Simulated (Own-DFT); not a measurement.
# Strain and stress in wurtzite GaN, 96 atoms (Ga48N48)

These are calculations, not measurements. They come from Own-DFT, an in-house plane-wave density functional program, since retired, whose code no person has reviewed. Each row is one single-point run on a periodic cell that was not relaxed, without spin or spin-orbit coupling.

Settings of every run: PBE; PseudoDojo norm-conserving scalar-relativistic files (stringent for Ga); cutoff 96 hartree; 3 x 4 x 3 k mesh centred on Gamma; Gaussian smearing of 0.01 eV.

Known limits: forces on such cells passed a denser k mesh, each cell not checked; stress not checked against mesh or cutoff.

Unstrained cell vectors in Å: (12.756, 0.000, 0.000); (-4.784, 8.285, 0.000); (0.000, 0.000, 10.370). The unstrained cell has measured lattice constants (interpolated for alloys), not those of this functional. That, the random moves and any unrelaxed bonds set the pressure at no strain. Each run strains this cell uniformly, with the atoms carried along. Every atom was also moved at random, by a Gaussian of width 0.05 Å on each axis. Strain is the symmetric tensor, in per cent. Stress is positive in tension, and the pressure is minus a third of its trace.

| run | e_xx (%) | e_yy (%) | e_zz (%) | s_xx (GPa) | s_yy (GPa) | s_zz (GPa) | P (GPa) | E (meV/atom) |
|---|---|---|---|---|---|---|---|---|
| 1 | 0.00 | 0.00 | 0.25 | -7.20 | -6.40 | -5.74 | 6.45 | 6.6 |
| 2 | 0.00 | 0.00 | 3.00 | -5.02 | -4.37 | 4.60 | 1.60 | 3.7 |
| 3 | 0.00 | 0.00 | 2.50 | -6.59 | -4.06 | 3.45 | 2.40 | 4.0 |
| 4 | 0.00 | 0.00 | 1.25 | -5.27 | -4.90 | -2.99 | 4.39 | 0.0 |
| 5 | 0.00 | 0.00 | 2.25 | -5.54 | -4.42 | 1.65 | 2.77 | 0.9 |
| 6 | 0.00 | 0.00 | 0.50 | -6.49 | -6.36 | -4.61 | 5.82 | 5.3 |
| 7 | 0.00 | 0.00 | -0.75 | -7.91 | -6.88 | -10.82 | 8.53 | 13.6 |
| 8 | 0.00 | 0.00 | -2.00 | -9.48 | -8.88 | -16.21 | 11.52 | 32.5 |
| 9 | 0.00 | 0.00 | 2.00 | ? | ? | ? | ? | ? |

E is the free energy for each atom above the lowest run shown.

## Worked fit

The change of volume is close to e_xx + e_yy + e_zz. A straight line through the runs shown gives P = 7.15 - 196 x (fractional change of volume) GPa, with an error of 7 on the slope and a scatter of 0.32 GPa. The strain isn't the same on all axes and the cell isn't cubic, so the slope belongs to this path and is not the bulk modulus.

## Withheld run

Question: what pressure should run 9 give? Its volume changes by 2.00 %.

The line gives 3.2 GPa. The calculation gave 3.36 GPa.
